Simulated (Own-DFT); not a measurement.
# How strain changes the stress of 4H SiC, 72 atoms (C36Si36)

Calculated results; nothing here was measured. The program, named Own-DFT, is a retired in-house plane-wave density functional code that no person has reviewed. Each row is one single-point run on a periodic cell that was not relaxed, without spin or spin-orbit coupling.

Settings of every run: PBE; PseudoDojo norm-conserving scalar-relativistic files; cutoff 42 hartree; 4 x 4 x 3 k mesh centred on Gamma; Fermi-Dirac smearing of 0.1 eV.

Known limits: forces on such cells passed a denser k mesh, each cell not checked; stress not checked against mesh or cutoff.

Unstrained cell vectors in Å: (9.248, 0.000, 0.000); (-4.624, 8.009, 0.000); (0.000, 0.000, 10.068). The unstrained cell has measured lattice constants (interpolated for alloys), not those of this functional. That, the random moves and any unrelaxed bonds set the pressure at no strain. Each run strains this cell uniformly, with the atoms carried along. Every atom was also moved at random, by a Gaussian of width 0.05 Å on each axis. Strain is the symmetric tensor, in per cent. Stress is positive in tension, and the pressure is minus a third of its trace.

```
run  e_xx (%)  e_yy (%)  e_zz (%)  e_yz (%)  e_xz (%)  e_xy (%)  s_xx (GPa)  s_yy (GPa)  s_zz (GPa)  s_yz (GPa)  s_xz (GPa)  s_xy (GPa)  P (GPa)  E (meV/atom)
  1     -1.97     -0.09     -0.30     -0.27     -0.29      0.89      -15.95       -7.80       -8.82       -0.25       -0.71        5.12    10.86          21.8
  2     -0.73      0.76     -1.45      0.59     -0.65     -1.97      -10.39       -3.61      -16.31        1.64       -2.03      -10.99    10.10          60.4
  3      1.72      1.76     -1.29      1.22     -0.91      0.34        5.47        6.35      -14.26        3.23       -2.85        1.58     0.82           6.9
  4      0.38     -0.75      1.06      1.12     -1.47     -1.88       -2.87       -8.80       -1.59        4.74       -5.12       -7.79     4.42          23.7
  5     -1.66     -0.90      0.40      1.46     -0.96     -0.72      -14.44      -10.79       -5.56        5.40       -2.87       -2.47    10.26          12.0
  6     -0.86     -0.46      0.19     -1.67      0.97     -0.13      -11.16       -8.84       -4.71       -6.52        2.69       -0.20     8.24          17.6
  7      1.30      0.32     -1.33     -1.20     -1.01      0.52        2.65       -2.22      -15.54       -3.83       -3.11        2.76     5.04          16.6
  8      0.80     -0.34     -1.17     -1.43      0.50      0.38       -1.69       -5.66      -12.80       -5.04        1.88        1.28     6.72           0.0
  9     -1.26      1.46      0.60     -0.40      0.11     -1.13      -11.47        2.18       -3.26       -1.41        0.08       -3.93     4.18          25.7
 10      0.00      0.17     -0.12     -0.93      1.19      1.09       -6.00       -3.71       -7.65       -3.79        4.18        5.41     5.79          27.8
 11     -1.72      1.64      1.96      1.54     -1.47      0.89      -12.72        3.61        5.17        4.74       -5.45        3.70     1.31           7.3
 12     -0.94      0.70     -1.14     -1.38     -0.71      1.00       -7.48       -2.96      -16.26       -5.38       -2.54        3.30     8.90          29.2
 13     -0.35      1.08     -1.94     -1.29      0.16     -1.44       -7.32        0.16      -18.47       -4.70        0.61       -4.77     8.54          30.5
 14     -1.84     -1.43     -1.29     -0.58     -0.14     -0.18      -17.24      -15.42      -18.20       -2.31       -0.76       -1.37    16.95          43.2
 15      0.30     -0.58      0.03     -1.63      1.74     -0.94       -3.90       -8.04       -6.72       -6.05        6.16       -4.18     6.22          21.1
 16      0.54      1.24      0.63     -0.52     -1.40      1.37        0.34        2.72       -3.23       -2.94       -4.28        6.06     0.06           1.1
 17     -0.41     -0.02     -0.04      0.54      1.73      1.56           ?           ?           ?           ?           ?           ?        ?             ?
```

E is the free energy for each atom above the lowest run shown.

## Worked fit

Each stress component was fitted by least squares to a constant and the strains of the runs shown, as fractions, with shears doubled. Shear strains stay in the fit of a normal stress only where such slopes are resolved. The slopes, in GPa:

| stress | at no strain | per e_xx | per e_yy | per e_zz | scatter |
|---|---|---|---|---|---|
| s_xx | -5.0 | 563 ± 26 | 85 ± 29 | 39 ± 27 | 1.08 |
| s_yy | -4.9 | 112 ± 15 | 555 ± 17 | 51 ± 15 | 0.62 |
| s_zz | -7.1 | 41 ± 27 | 33 ± 30 | 637 ± 28 | 1.12 |

Each shear stress against twice its own strain: yz 171 ± 10, xz 170 ± 7, xy 220 ± 15 GPa. These are stiffnesses along x, y and z of the frame in which the cell vectors are given, which need not be the crystal's axes. The atoms are held to the strained lattice; where symmetry lets them move under strain, relaxing them would lower some slopes. The table should be nearly symmetric about its diagonal, and what it lacks of that shows the noise. A ninth of its sum, 235 ± 6 GPa, estimates the bulk modulus near the mean pressure of these runs, 6.8 GPa, so it lies above the value at zero pressure.

## Withheld run

Question: what normal stresses and pressure should run 17 give?

The fit gives s_xx = -7.4, s_yy = -5.5, s_zz = -7.5 and P = 6.8 GPa. The calculation gave -5.82, -6.47, -7.84 and P = 6.71 GPa.
